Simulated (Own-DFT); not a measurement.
Simulation results for Hf$_{19}$Si$_{41}$ (HfSi2 crystal with substituted atoms, atoms displaced)

Computed with Own-DFT development build. A calculation, not a measurement: plane-wave density functional theory by an unreviewed code, no spin, of a simulated periodic cell, stress positive in tension, run twice, with PBE and with PBEsol, both on files made for PBE, so the change isn't that of files made for PBEsol, hafnium file: forces about 75 meV/angstrom off all-electron values; forces on such cells moved up to 12 meV/angstrom on a denser k mesh; the far tail of each file's local potential was reset to the Coulomb form; each entry is a single point on an unrelaxed cell, so the pressure reflects the starting lattice, taken from the Materials Project, from which strain is counted, and rises with the displacements; printed positions are rounded, which can move forces by about a meV/angstrom; the program, named Own-DFT, is a retired in-house code; no spin-orbit coupling; stress was not checked against mesh or cutoff.

## Hf$_{19}$Si$_{41}$ (HfSi2 crystal with substituted atoms, atoms displaced)

```cif
# cell vector a (Å): -7.2972 7.0724 -1.7824
# cell vector b (Å): 3.6486 7.0873 5.7379
# cell vector c (Å): 3.6486 3.5213 -8.4115
data_Hf19Si41
_symmetry_space_group_name_H-M 'P 1'
_symmetry_Int_Tables_number 1
_cell_length_a 10.3172
_cell_length_b 9.8217
_cell_length_c 9.8217
_cell_angle_alpha 95.948
_cell_angle_beta 82.474
_cell_angle_gamma 82.474
_cell_volume 970.77
loop_
_atom_site_label
_atom_site_type_symbol
_atom_site_fract_x
_atom_site_fract_y
_atom_site_fract_z
_atom_site_occupancy
Si1 Si 0.52687 0.54396 0.75993 1
Hf1 Hf 0.27608 0.25669 0.04123 1
Si2 Si 0.42359 0.30163 0.79944 1
Si3 Si 0.37376 0.49912 0.00100 1
Si4 Si 0.27322 0.59497 0.70401 1
Si5 Si 0.52491 0.20488 0.10141 1
Hf2 Hf 0.71930 0.74735 0.95570 1
Hf3 Hf 0.48150 0.45469 0.24969 1
Si6 Si 0.62861 0.49803 0.99961 1
Si7 Si 0.58249 0.70129 0.19572 1
Si8 Si 0.47320 0.79781 0.90450 1
Si9 Si 0.71785 0.39955 0.30081 1
Hf4 Hf 0.92471 0.94697 0.15729 1
Hf5 Hf 0.67340 0.65332 0.44088 1
Si10 Si 0.82774 0.70198 0.20302 1
Si11 Si 0.77991 0.89499 0.39870 1
Si12 Si 0.67729 0.99535 0.09944 1
Si13 Si 0.91936 0.60598 0.50024 1
Hf6 Hf 0.02498 0.53999 0.75809 1
Hf7 Hf 0.77281 0.25520 0.04785 1
Si14 Si 0.92737 0.30672 0.79349 1
Si15 Si 0.87734 0.49567 0.99885 1
Si16 Si 0.77611 0.58984 0.70041 1
Si17 Si 0.01979 0.20140 0.10428 1
Hf8 Hf 0.22169 0.74114 0.95759 1
Hf9 Hf 0.97089 0.45607 0.24697 1
Si18 Si 0.12682 0.50332 0.00263 1
Si19 Si 0.07600 0.69880 0.19550 1
Si20 Si 0.97179 0.79653 0.90244 1
Si21 Si 0.22824 0.39815 0.29480 1
Hf10 Hf 0.42129 0.94825 0.15586 1
Hf11 Hf 0.17850 0.65177 0.44279 1
Si22 Si 0.32341 0.70095 0.20457 1
Si23 Si 0.27715 0.89953 0.39390 1
Si24 Si 0.17130 0.99145 0.10434 1
Si25 Si 0.42369 0.60120 0.49833 1
Hf12 Hf 0.62534 0.14084 0.35595 1
Hf13 Hf 0.36859 0.85694 0.64393 1
Si26 Si 0.52580 0.89313 0.39890 1
Si27 Si 0.47692 0.10302 0.60084 1
Si28 Si 0.37177 0.19808 0.30627 1
Si29 Si 0.62322 0.80278 0.69196 1
Hf14 Hf 0.82502 0.34860 0.55454 1
Hf15 Hf 0.57577 0.05425 0.84374 1
Si30 Si 0.72516 0.10284 0.60805 1
Si31 Si 0.67470 0.29921 0.80376 1
Si32 Si 0.57222 0.40074 0.50389 1
Si33 Si 0.82921 0.00195 0.89857 1
Hf16 Hf 0.12591 0.13964 0.35556 1
Hf17 Hf 0.87854 0.85640 0.63942 1
Si34 Si 0.02912 0.89883 0.40244 1
Si35 Si 0.97901 0.10210 0.60064 1
Si36 Si 0.87593 0.19875 0.30455 1
Si37 Si 0.12998 0.80083 0.69563 1
Hf18 Hf 0.32825 0.34463 0.55916 1
Hf19 Hf 0.07516 0.05207 0.84577 1
Si38 Si 0.22893 0.10919 0.60399 1
Si39 Si 0.17562 0.30639 0.80282 1
Si40 Si 0.07272 0.39638 0.50528 1
Si41 Si 0.32357 0.00015 0.90299 1
```

* functional: PBE, then PBEsol
* potential files: PseudoDojo norm-conserving, scalar-relativistic, standard set
* wave cutoff: 42 hartree
* occupations: cold (Marzari-Vanderbilt)
* smearing width: 0.2 eV
* k mesh: 4 x 4 x 4 centred on Gamma
* PBE pressure: 2.8 GPa
* PBE stress xx: -2.41 GPa
* PBE stress yy: -3.21 GPa
* PBE stress zz: -2.77 GPa
* PBE stress yz: -0.02 GPa
* PBE stress xz: 0.18 GPa
* PBE stress xy: 0 GPa
* PBEsol pressure: -0.37 GPa
* PBEsol stress xx: 0.42 GPa
* PBEsol stress yy: 0.06 GPa
* PBEsol stress zz: 0.64 GPa
* PBEsol stress yz: 0.02 GPa
* PBEsol stress xz: 0.18 GPa
* PBEsol stress xy: 0 GPa
* rms change of force components from PBE to PBEsol: 0.026 eV/Å

Force:
| force element | PBE force x (eV/Å) | PBE force y (eV/Å) | PBE force z (eV/Å) | PBEsol force x (eV/Å) | PBEsol force y (eV/Å) | PBEsol force z (eV/Å) |
| --- | --- | --- | --- | --- | --- | --- |
| Si | 0.052 | -0.201 | -0.931 | 0.053 | -0.193 | -0.876 |
| Hf | 0.3 | -0.183 | -0.538 | 0.297 | -0.183 | -0.562 |
| Si | -0.189 | 0.385 | -0.032 | -0.188 | 0.346 | -0.05 |
| Si | -0.233 | 0.377 | 0.064 | -0.209 | 0.37 | 0.041 |
| Si | -0.487 | 0.593 | -0.437 | -0.463 | 0.538 | -0.483 |
| Si | -0.223 | -0.368 | 0.179 | -0.222 | -0.344 | 0.229 |
| Hf | -0.994 | 0.137 | -0.127 | -0.98 | 0.153 | -0.1 |
| Hf | 0.684 | -1.082 | 1.284 | 0.677 | -1.079 | 1.228 |
| Si | 0.313 | -0.024 | 0.293 | 0.316 | -0.005 | 0.252 |
| Si | 0.454 | -0.419 | -0.239 | 0.45 | -0.421 | -0.231 |
| Si | -0.547 | -0.746 | 0.044 | -0.527 | -0.716 | -0.017 |
| Si | -1.004 | 0.71 | 0.081 | -0.997 | 0.715 | 0.147 |
| Hf | -0.166 | -0.458 | -0.155 | -0.169 | -0.444 | -0.116 |
| Hf | -0.08 | 0.292 | -0.145 | -0.095 | 0.285 | -0.158 |
| Si | -0.045 | -0.382 | 0.232 | -0.05 | -0.388 | 0.223 |
| Si | 0.48 | 0.195 | 0.156 | 0.489 | 0.204 | 0.149 |
| Si | 0.721 | 0.067 | -0.239 | 0.718 | 0.049 | -0.294 |
| Si | -1.063 | 0.205 | 0.19 | -1.061 | 0.214 | 0.255 |
| Hf | 0.273 | 0.599 | 0.955 | 0.266 | 0.592 | 0.965 |
| Hf | -0.424 | 0.054 | 0.278 | -0.417 | 0.045 | 0.239 |
| Si | 0.058 | -0.502 | -0.981 | 0.057 | -0.492 | -0.952 |
| Si | 0.351 | 0.173 | 0.001 | 0.349 | 0.179 | -0.002 |
| Si | 1.552 | 0.141 | -0.067 | 1.516 | 0.148 | -0.13 |
| Si | -0.948 | 0.304 | 0.631 | -0.95 | 0.314 | 0.687 |
| Hf | -0.228 | 0.385 | 0.448 | -0.209 | 0.387 | 0.469 |
| Hf | -0.307 | 0.204 | -0.088 | -0.304 | 0.192 | -0.12 |
| Si | 0.075 | -0.44 | -0.22 | 0.071 | -0.441 | -0.211 |
| Si | 0.267 | 0.162 | -0.535 | 0.269 | 0.171 | -0.523 |
| Si | -0.37 | -0.058 | -0.208 | -0.379 | -0.071 | -0.267 |
| Si | 0.795 | 0.192 | 0.304 | 0.799 | 0.207 | 0.366 |
| Hf | -0.484 | 0.122 | -0.234 | -0.478 | 0.125 | -0.199 |
| Hf | 0.541 | -0.354 | 0.22 | 0.54 | -0.35 | 0.189 |
| Si | -0.47 | -0.033 | 0.211 | -0.473 | -0.036 | 0.204 |
| Si | 0.259 | 0.101 | -0.597 | 0.271 | 0.115 | -0.585 |
| Si | 0.04 | 0.394 | -0.002 | 0.045 | 0.368 | -0.063 |
| Si | 0.306 | 0.36 | 0.126 | 0.306 | 0.364 | 0.208 |
| Hf | 0.105 | 0.157 | 0.009 | 0.106 | 0.168 | 0.055 |
| Hf | -0.55 | 0.738 | -0.098 | -0.539 | 0.721 | -0.118 |
| Si | 0.301 | 0.367 | 0.311 | 0.301 | 0.369 | 0.297 |
| Si | -0.212 | -0.328 | -0.243 | -0.215 | -0.326 | -0.233 |
| Si | -0.615 | 0.068 | -0.4 | -0.621 | 0.048 | -0.467 |
| Si | -0.046 | 0.098 | -0.227 | -0.048 | 0.12 | -0.16 |
| Hf | -0.17 | -0.728 | -0.402 | -0.178 | -0.703 | -0.367 |
| Hf | 0.277 | 0.323 | -0.13 | 0.276 | 0.318 | -0.157 |
| Si | -0.466 | -0.174 | 0.471 | -0.474 | -0.185 | 0.459 |
| Si | -0.019 | 0.059 | 0.377 | -0.039 | 0.053 | 0.346 |
| Si | 0.001 | 0.377 | -0.959 | -0.021 | 0.329 | -0.996 |
| Si | 0.312 | -0.305 | 0.613 | 0.313 | -0.279 | 0.671 |
| Hf | 0.415 | 0.461 | 0.37 | 0.412 | 0.464 | 0.401 |
| Hf | 0.597 | 0.197 | -0.62 | 0.589 | 0.189 | -0.639 |
| Si | 0.018 | -0.149 | 0.222 | 0.021 | -0.15 | 0.214 |
| Si | 0.063 | -0.22 | -0.105 | 0.057 | -0.226 | -0.102 |
| Si | 0.429 | -0.322 | -0.451 | 0.436 | -0.332 | -0.513 |
| Si | 0.784 | -0.56 | 0.167 | 0.783 | -0.529 | 0.227 |
| Hf | 0.297 | -0.582 | 0.689 | 0.296 | -0.576 | 0.71 |
| Hf | 0.082 | 0.532 | 0.38 | 0.077 | 0.511 | 0.336 |
| Si | -0.128 | -0.672 | -0.331 | -0.137 | -0.676 | -0.325 |
| Si | -0.156 | -0.48 | -0.319 | -0.15 | -0.467 | -0.308 |
| Si | -0.494 | 0.21 | 0.193 | -0.485 | 0.194 | 0.137 |
| Si | -0.086 | 0.033 | 0.56 | -0.081 | 0.049 | 0.619 |
